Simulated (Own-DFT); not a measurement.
Si3N4 (beta silicon nitride, strained, atoms displaced) (calculated)

A calculation, not a measurement: plane-wave PBE density functional theory by an unreviewed code, no spin, of a simulated periodic cell, stress positive in tension, free energy of the whole cell less one offset for each atom, forces on such cells moved up to 12 meV/angstrom on a denser k mesh; offsets are fitted by least squares, one for each functional and potential file, so energies compare only between cells with the same atoms and settings and are not formation energies; the far tail of each file's local potential was reset to the Coulomb form; each entry is a single point on an unrelaxed cell, so the pressure reflects the starting lattice, mostly measured values (interpolated for alloys), from which strain is counted, and rises with the displacements; printed positions are rounded, which can move forces by about a meV/angstrom; the program, named Own-DFT, is a retired in-house code; no spin-orbit coupling; before rounding, a Quantum ESPRESSO 7.3.1 run of the same cell and cutoff gave forces within 1 meV/angstrom rms on each cell, which checks the program and not the settings. Program: Own-DFT development build.

Settings shared by all entries: functional PBE; potential files PseudoDojo norm-conserving, scalar-relativistic, standard set; wave cutoff 42 hartree; occupations Fermi-Dirac; smearing width 0.1 eV; k mesh 2 x 2 x 4 centred on Gamma.

(1) Si3N4 (beta silicon nitride, strained, atoms displaced)

```
cell vectors (Å)
  15.2639     0.1890     0.1634
  -7.4683    13.0575    -0.1894
   0.0625    -0.0476     5.7444
atoms (fractions of the cell vectors)
Si  0.08981  0.38975  0.11623
Si  0.11860  0.20470  0.10781
Si  0.29602  0.41368  0.13374
Si  0.41377  0.11225  0.36887
Si  0.38342  0.29290  0.35908
Si  0.20438  0.08139  0.36608
N   0.16238  0.01342  0.11980
N   0.48456  0.14901  0.12442
N   0.35616  0.33298  0.12842
N   0.33558  0.48529  0.38611
N   0.01370  0.35028  0.38436
N   0.15186  0.16923  0.37153
N   0.16758  0.33454  0.12353
N   0.33372  0.17404  0.37529
Si  0.08594  0.38639  0.63415
Si  0.11608  0.20684  0.61000
Si  0.29974  0.40972  0.64331
Si  0.41239  0.11502  0.88399
Si  0.38554  0.30139  0.86400
Si  0.19342  0.08650  0.87715
N   0.16570  0.01869  0.62338
N   0.48756  0.15450  0.62161
N   0.34918  0.33432  0.63889
N   0.33417  0.47868  0.87265
N   0.02324  0.35201  0.87036
N   0.14405  0.16361  0.88007
N   0.16752  0.33497  0.61736
N   0.33382  0.16406  0.88173
Si  0.09176  0.88774  0.12120
Si  0.11851  0.70068  0.11934
Si  0.30246  0.91427  0.13081
Si  0.41420  0.61638  0.36760
Si  0.38983  0.80455  0.36931
Si  0.19270  0.58531  0.36823
N   0.15829  0.51066  0.11999
N   0.48194  0.65069  0.13060
N   0.34239  0.83177  0.11595
N   0.33061  0.98481  0.37889
N   0.01828  0.85068  0.37085
N   0.15089  0.67118  0.36767
N   0.16395  0.82984  0.12412
N   0.33792  0.66485  0.37727
Si  0.08943  0.88490  0.62473
Si  0.11226  0.69530  0.61045
Si  0.29627  0.91456  0.61343
Si  0.41066  0.60717  0.87616
Si  0.38007  0.79842  0.86427
Si  0.19418  0.58084  0.85807
N   0.16899  0.51916  0.63528
N   0.48086  0.64537  0.62913
N   0.35018  0.83728  0.62948
N   0.33072  0.97641  0.88030
N   0.01737  0.84762  0.88841
N   0.15024  0.66177  0.85541
N   0.16235  0.83049  0.61846
N   0.32980  0.66707  0.87946
Si  0.58544  0.37680  0.14010
Si  0.62003  0.20406  0.12630
Si  0.80073  0.41304  0.11766
Si  0.91492  0.11417  0.38960
Si  0.87869  0.29383  0.38763
Si  0.70388  0.08797  0.36489
N   0.66321  0.01641  0.12959
N   0.97683  0.14980  0.11933
N   0.84659  0.33447  0.13427
N   0.83259  0.47910  0.37252
N   0.51501  0.35180  0.38216
N   0.64953  0.16128  0.37821
N   0.66566  0.33258  0.11471
N   0.84293  0.16978  0.36831
Si  0.58732  0.38822  0.63910
Si  0.62386  0.20884  0.61970
Si  0.80242  0.41642  0.64147
Si  0.91799  0.12454  0.87146
Si  0.88109  0.29307  0.86661
Si  0.69931  0.09332  0.88147
N   0.65639  0.01130  0.62079
N   0.98850  0.15027  0.62233
N   0.84784  0.33554  0.62007
N   0.83468  0.48488  0.87444
N   0.50929  0.34807  0.88385
N   0.65295  0.16563  0.85937
N   0.66370  0.33600  0.62069
N   0.83394  0.16485  0.87524
Si  0.57866  0.88018  0.11186
Si  0.61601  0.70467  0.12189
Si  0.80072  0.91732  0.13814
Si  0.92242  0.61925  0.36080
Si  0.88634  0.79952  0.37753
Si  0.70657  0.58934  0.38096
N   0.65828  0.51383  0.13442
N   0.97956  0.64567  0.13107
N   0.85058  0.83163  0.11173
N   0.83195  0.98680  0.34934
N   0.52323  0.85427  0.37739
N   0.64836  0.66484  0.36496
N   0.67109  0.83595  0.12170
N   0.83300  0.66584  0.36491
Si  0.58743  0.88585  0.63951
Si  0.61221  0.69728  0.63431
Si  0.79932  0.91041  0.63027
Si  0.91125  0.61180  0.87314
Si  0.89201  0.79884  0.87042
Si  0.70604  0.59076  0.87771
N   0.67062  0.51955  0.63027
N   0.98667  0.65047  0.62062
N   0.84731  0.83234  0.62440
N   0.83479  0.98247  0.85977
N   0.51641  0.85029  0.87817
N   0.65615  0.67332  0.87607
N   0.67506  0.83264  0.64228
N   0.83558  0.66879  0.87730
```

It finds free energy of cell above offsets -2.832 eV; pressure 12.77 GPa; stress xx -6.29 GPa; stress yy -10.48 GPa; stress zz -21.53 GPa; stress yz -5.23 GPa; stress xz 3.63 GPa; stress xy 7.44 GPa.

Force:
```
element  x (eV/Å)  y (eV/Å)  z (eV/Å)
     Si     -0.01    -5.186     3.165
     Si    -4.363     1.006     6.287
     Si     1.423     -1.35       0.7
     Si    -1.264     2.962     2.594
     Si     0.784     4.229     3.563
     Si    -1.039     4.076     1.478
      N     0.281     0.754    -0.385
      N     2.264     0.293     0.101
      N    -4.406     2.431    -1.735
      N     0.059    -0.681    -0.138
      N     -0.33     0.828    -1.009
      N     1.518    -1.649    -2.238
      N    -0.192     0.487    -0.289
      N      1.94    -7.643     0.108
     Si     2.711     0.386    -4.843
     Si     0.432     0.017     1.657
     Si    -2.681    -0.828    -5.288
     Si    -0.307    -0.585    -2.708
     Si     1.814     -3.45     3.083
     Si     4.053      1.38    -0.566
      N     -0.03    -1.897    -0.304
      N     0.495    -1.071     0.402
      N     0.313    -0.584    -4.147
      N    -0.319     2.491     4.329
      N    -5.218    -2.328     2.367
      N     1.579    -0.814    -5.551
      N     0.103     1.004     0.646
      N    -2.659     0.121    -0.403
     Si    -0.182    -2.597     1.189
     Si     -2.84     1.609    -2.407
     Si    -4.271    -1.334    -1.465
     Si    -0.202    -1.608     3.177
     Si     1.409    -2.991     0.221
     Si     5.109     0.761     0.888
      N    -0.097     4.463    -0.246
      N     2.473     0.609    -3.066
      N     2.891    -0.758     2.322
      N     0.271     1.177    -1.169
      N    -0.911     0.011     1.053
      N     2.545    -2.352    -1.715
      N     1.767     1.053     0.007
      N     -5.01     1.813    -0.369
     Si    -1.283     -0.16    -0.026
     Si    -2.181     3.801     3.622
     Si    -1.541     -2.55     3.621
     Si    -2.132     2.484     0.462
     Si     2.661    -2.541     1.422
     Si      3.77     5.546     7.585
      N    -0.763    -5.215    -8.488
      N     1.628     0.655    -0.319
      N    -0.469     0.729    -3.084
      N     0.147     3.357    -0.948
      N     0.308     0.726    -2.963
      N     -2.22     0.927     1.555
      N     2.675    -0.013    -0.013
      N     0.438    -1.452    -0.213
     Si    -2.314     3.026    -1.964
     Si    -1.318    -0.422     -0.41
     Si    -3.003    -0.189     2.164
     Si    -0.049    -0.249    -3.536
     Si     3.379     0.795    -3.891
     Si     2.621    -1.135     3.141
      N    -0.554    -0.632    -3.055
      N      4.29     1.769     1.936
      N     2.541    -1.878    -1.909
      N     0.583     2.582      1.32
      N    -0.487    -0.577     1.401
      N    -0.532      1.62    -1.992
      N     2.496    -0.405     0.103
      N    -4.112    -1.474     0.906
     Si    -1.106    -0.181    -0.763
     Si    -3.676    -0.176     0.433
     Si     -3.73    -1.571    -5.789
     Si     0.016    -4.598    -0.009
     Si     1.139      1.09     1.958
     Si       5.7    -5.482    -1.307
      N     0.791     3.824     0.776
      N    -0.055     0.184     0.559
      N     0.116    -0.486     3.749
      N     0.509     0.988     2.201
      N     2.843     1.313    -0.106
      N    -3.653     3.209     1.916
      N     3.073     0.559     0.556
      N    -2.685     0.963    -0.618
     Si      5.97     2.232     4.135
     Si    -0.515     1.077     1.339
     Si    -0.199    -5.644    -9.229
     Si     -6.79    -3.524     6.862
     Si     0.407    -1.091    -2.548
     Si    -0.836    -0.011    -1.315
      N     1.135    -0.399    -1.491
      N     5.955     2.224    -7.247
      N    -0.788     1.462     2.863
      N     0.806     3.848     9.314
      N    -3.341    -1.441     0.127
      N     0.303    -0.421     1.911
      N    -2.211     0.049     0.409
      N     1.947     0.635     0.647
     Si     3.728    -0.935    -2.698
     Si    -0.237     2.017    -2.288
     Si    -1.915     0.215    -2.255
     Si    -0.787     2.491    -0.115
     Si    -1.936    -0.373    -0.093
     Si    -0.332    -0.177         2
      N    -0.397    -1.259     0.015
      N    -0.284    -1.089     0.397
      N     2.694     -0.53     0.311
      N     0.442     3.853      3.34
      N    -4.496    -1.878    -1.994
      N     1.098    -2.219    -0.234
      N    -4.198     -0.87    -0.907
      N     1.014    -1.255    -0.531
```

(2) Si3N4 (beta silicon nitride, strained, atoms displaced)

```
cell vectors (Å)
  15.1082    -0.2005     0.2991
  -7.7277    13.1951    -0.0601
   0.1144     0.0395     5.8426
atoms (fractions of the cell vectors)
Si  0.08046  0.38381  0.12813
Si  0.11195  0.20549  0.12973
Si  0.29299  0.41416  0.11895
Si  0.41184  0.11090  0.36073
Si  0.39206  0.30347  0.36933
Si  0.19950  0.09310  0.35880
N   0.16209  0.00686  0.11869
N   0.48546  0.15173  0.12353
N   0.34890  0.33468  0.13334
N   0.33226  0.48045  0.35630
N   0.00969  0.35085  0.38433
N   0.15419  0.17014  0.36557
N   0.16458  0.33574  0.12021
N   0.33596  0.16952  0.37394
Si  0.08517  0.38434  0.60811
Si  0.11570  0.19920  0.63516
Si  0.28934  0.41116  0.62348
Si  0.40553  0.11092  0.86606
Si  0.38659  0.29672  0.86932
Si  0.20433  0.08463  0.86321
N   0.17103  0.01609  0.63876
N   0.48553  0.14949  0.61703
N   0.35591  0.33166  0.61318
N   0.33642  0.48873  0.87720
N   0.01353  0.34794  0.89083
N   0.14463  0.16211  0.87091
N   0.16909  0.33493  0.61665
N   0.33443  0.16342  0.86864
Si  0.08486  0.88436  0.11292
Si  0.11664  0.69734  0.11836
Si  0.29910  0.90768  0.11632
Si  0.41543  0.61623  0.36249
Si  0.37995  0.79708  0.37145
Si  0.19893  0.58543  0.37023
N   0.16030  0.51254  0.13346
N   0.48240  0.64552  0.12561
N   0.34772  0.83616  0.12033
N   0.33738  0.99123  0.35110
N   0.01617  0.84423  0.36773
N   0.15495  0.67285  0.36773
N   0.17071  0.82883  0.11778
N   0.33612  0.66578  0.38912
Si  0.08714  0.88466  0.62327
Si  0.11272  0.69718  0.62323
Si  0.29398  0.90976  0.61879
Si  0.40972  0.60763  0.87678
Si  0.37974  0.79935  0.87703
Si  0.19903  0.59056  0.86890
N   0.16966  0.52314  0.62077
N   0.48429  0.65038  0.61458
N   0.34962  0.83049  0.63226
N   0.33163  0.98416  0.87738
N   0.01117  0.85104  0.86698
N   0.15466  0.66481  0.86783
N   0.16177  0.83121  0.62206
N   0.33267  0.66419  0.86313
Si  0.58841  0.39178  0.12896
Si  0.61614  0.19875  0.11275
Si  0.80148  0.41667  0.11685
Si  0.91318  0.12030  0.36585
Si  0.88719  0.29784  0.37554
Si  0.70729  0.08352  0.36815
N   0.66510  0.01104  0.11970
N   0.98303  0.14689  0.13328
N   0.85552  0.33748  0.11991
N   0.83490  0.48661  0.37764
N   0.52687  0.35462  0.38386
N   0.64655  0.16459  0.38067
N   0.66929  0.32947  0.11725
N   0.83285  0.16786  0.36768
Si  0.59079  0.38846  0.62844
Si  0.61148  0.20238  0.62165
Si  0.80506  0.42125  0.60444
Si  0.91427  0.11920  0.85667
Si  0.88944  0.30145  0.86874
Si  0.70217  0.08069  0.87256
N   0.66245  0.00792  0.60967
N   0.98199  0.15455  0.62342
N   0.84496  0.32983  0.62096
N   0.83221  0.48537  0.87044
N   0.51656  0.35673  0.87802
N   0.65281  0.16296  0.88304
N   0.66976  0.33107  0.60918
N   0.83852  0.16651  0.87382
Si  0.58891  0.88127  0.12625
Si  0.61913  0.70326  0.13211
Si  0.79631  0.91136  0.10935
Si  0.91820  0.62067  0.37339
Si  0.88269  0.79324  0.37072
Si  0.70381  0.58377  0.36774
N   0.66782  0.51530  0.13178
N   0.98077  0.64450  0.13259
N   0.84739  0.83992  0.12086
N   0.83174  0.98566  0.36692
N   0.50679  0.84789  0.38164
N   0.64691  0.66220  0.38582
N   0.66642  0.82812  0.14532
N   0.83160  0.66498  0.37491
Si  0.58501  0.88333  0.63212
Si  0.60857  0.69628  0.61600
Si  0.79705  0.91090  0.62451
Si  0.91765  0.61871  0.86920
Si  0.88117  0.79556  0.89966
Si  0.70748  0.58467  0.87213
N   0.66820  0.51308  0.62395
N   0.98119  0.65152  0.62213
N   0.84714  0.83040  0.61028
N   0.83881  0.98626  0.86778
N   0.51544  0.85287  0.87391
N   0.64853  0.66414  0.87431
N   0.66198  0.83397  0.62688
N   0.83555  0.66361  0.88113
```

The calculation gives: free energy of cell above offsets -5.603 eV; pressure 10.93 GPa; stress xx -12.08 GPa; stress yy -12.29 GPa; stress zz -8.41 GPa; stress yz 1.63 GPa; stress xz 7.84 GPa; stress xy -5.95 GPa.

Force:
```
element  x (eV/Å)  y (eV/Å)  z (eV/Å)
     Si     2.031      0.09    -0.156
     Si     1.681    -0.078    -1.036
     Si     2.483    -1.346      0.26
     Si    -0.426     5.354     2.149
     Si      1.05    -1.928    -0.905
     Si     4.545    -2.208     1.047
      N    -0.431     5.067     0.379
      N    -0.407    -0.262    -3.179
      N    -0.247     0.325    -2.334
      N    -0.158     1.955     3.495
      N     3.914     1.295    -0.686
      N    -2.501     0.525     1.002
      N    -1.578    -1.005    -0.013
      N    -0.479    -0.529     -0.66
     Si     1.522     1.015     3.879
     Si    -1.219     1.284    -2.638
     Si     6.229     2.827    -0.968
     Si     3.918     1.765      1.02
     Si    -1.306    -0.295     0.708
     Si    -1.014     1.588     3.391
      N     -1.28    -1.791    -5.433
      N    -3.118    -1.614     0.271
      N    -3.712     2.258     3.343
      N    -0.687    -6.209    -1.819
      N     2.412     1.333    -3.451
      N     1.414    -0.548     1.795
      N    -4.455    -3.295     0.211
      N    -2.352     2.033     0.342
     Si     2.216    -3.096     0.072
     Si     -1.71      2.31     0.612
     Si    -3.249      3.72     0.658
     Si     -2.27    -1.335     3.471
     Si     0.864     -1.79     0.415
     Si     2.069     2.503    -0.221
      N    -0.672     1.158    -1.883
      N     2.139     1.293    -3.256
      N     2.659    -2.015     1.775
      N    -0.204    -7.349     2.108
      N    -0.797     0.117     0.767
      N     0.979    -2.016     0.503
      N    -3.168    -0.616    -0.391
      N    -2.513    -0.034    -1.631
     Si     -0.32     0.262    -1.348
     Si    -0.154     2.581    -0.456
     Si     0.621     1.629     0.043
     Si    -0.192     6.889    -0.822
     Si      3.92    -2.364    -0.448
     Si     5.417    -2.936     1.092
      N    -1.217    -4.255     0.583
      N    -2.174    -1.866     0.639
      N    -3.389      1.93    -1.566
      N     0.337    -2.131    -1.957
      N     0.871    -0.154      1.52
      N    -4.432     1.801    -0.517
      N     1.217     -1.14      0.13
      N    -0.484     0.914     1.339
     Si     3.005    -4.535    -1.451
     Si    -0.635     1.281      3.66
     Si    -0.521    -2.773      0.91
     Si    -1.414    -2.725     2.801
     Si    -5.753    -1.743    -1.084
     Si    -4.078     0.427      0.04
      N     0.532     0.178     0.594
      N     0.629      0.98     -4.09
      N    -0.229      0.81     1.163
      N     0.579     3.242    -4.391
      N    -3.154    -0.892    -0.635
      N     2.531    -1.889    -2.307
      N    -1.521     2.298    -0.242
      N     1.517     0.962     0.131
     Si     2.383    -3.162     0.164
     Si     3.186     0.319     0.831
     Si    -1.092    -5.636     5.383
     Si    -0.359    -2.086     4.898
     Si     -3.45    -2.503    -0.053
     Si    -0.625     1.634     -1.68
      N     0.488     3.377     1.777
      N     3.269     1.337     -3.76
      N     0.893       1.4       0.8
      N     1.065     1.663    -1.219
      N     0.901     0.308     0.946
      N     0.808    -1.263    -3.589
      N    -1.251     2.445     0.918
      N    -2.874     0.732    -0.236
     Si    -1.865    -1.115     0.525
     Si    -0.491    -2.281    -0.832
     Si    -1.757     2.909     2.642
     Si    -3.543    -1.814      1.86
     Si    -0.577     1.194     0.259
     Si    -1.806     0.984     2.415
      N     0.068     1.722     -2.05
      N     3.266      1.51    -4.454
      N     3.007    -2.309     2.304
      N     0.542     0.038     0.268
      N      3.23     1.472    -0.859
      N     2.304    -1.394    -3.382
      N    -1.242      1.65    -0.968
      N     1.535      0.46    -0.378
     Si    -0.595    -1.663    -2.741
     Si     1.509     3.244     3.582
     Si     -0.72     0.027    -1.808
     Si    -1.935    -2.125      2.96
     Si    -0.278    -1.119    -5.438
     Si    -2.612     0.453    -0.302
      N     0.209     2.769     0.166
      N     2.813     0.707    -0.986
      N    -0.131     0.528     2.987
      N    -0.023    -0.326    -0.442
      N    -1.116     -0.77      2.81
      N     1.297    -0.885     -0.28
      N     2.179    -1.844     0.326
      N    -0.292     2.179     0.292
```
